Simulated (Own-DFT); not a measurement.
# Shaking the atoms of zincblende GaP, 64 atoms (Ga32P32)

All numbers below are calculated, not measured. The program, named Own-DFT, is a retired in-house plane-wave density functional code that no person has reviewed. Each row is one single-point run on a periodic cell that was not relaxed, without spin or spin-orbit coupling.

Settings of every run: PBE; PseudoDojo norm-conserving scalar-relativistic files; cutoff 42 hartree; 3 x 3 x 3 k mesh centred on Gamma; Fermi-Dirac smearing of 0.1 eV.

Known limits: forces on such cells passed a denser k mesh, each cell not checked; stress not checked against mesh or cutoff.

Cell vectors in Å: (10.901, 0.000, 0.000); (0.000, 10.901, 0.000); (0.000, 0.000, 10.901). In each run every atom was moved at random and independently from its ideal site; u is the rms move along one axis. E is the free energy for each atom above the fitted value at u = 0, and F the rms of the force components.

```
run   u (Å)  E (meV/atom)  F (eV/Å)  largest force (eV/Å)  P (GPa)
  1  0.0190           6.7     0.255                  0.76     2.70
  2  0.0205           7.4     0.270                  1.16     2.72
  3  0.0517          53.9     0.809                  3.02     3.44
  4  0.0518             ?         ?                     ?        ?
  5  0.0527          53.3     0.798                  2.89     3.41
  6  0.0969         167.6     1.506                  6.18     4.94
  7  0.1064         200.5     1.723                  8.37     5.34
  8  0.1533         400.2     2.519                 11.15     8.44
  9  0.2044         610.0     3.176                 14.72    11.22
```

## Worked fit

For small independent moves the energy grows as E = (3/2) K u², with K the mean stiffness felt by one atom. The runs with u up to 0.11 Å give K = 12.4 ± 0.4 eV/Å², with residuals divided by u² + 0.0006 Å², since the noise grows with the moves. The scatter is 2.8 meV/atom at u = 0.05 Å. The forces follow F = G u with G = 14.9 eV/Å²; no force at u = 0 is resolved. G exceeds K because the moves of its neighbours add to the force on an atom, and stiffness differs between atoms. At u = 0.204 Å the parabola gives 774 meV/atom and the run 610. The pressure follows P = 2.69 + 239 u² GPa: at fixed volume, shortened bonds push harder than stretched ones pull.

## Withheld run

Question: what energy and rms force should run 4 give?

The fit gives 50 ± 3 meV/atom and about 0.77 eV/Å. The calculation gave 48.4 meV/atom and 0.747 eV/Å.
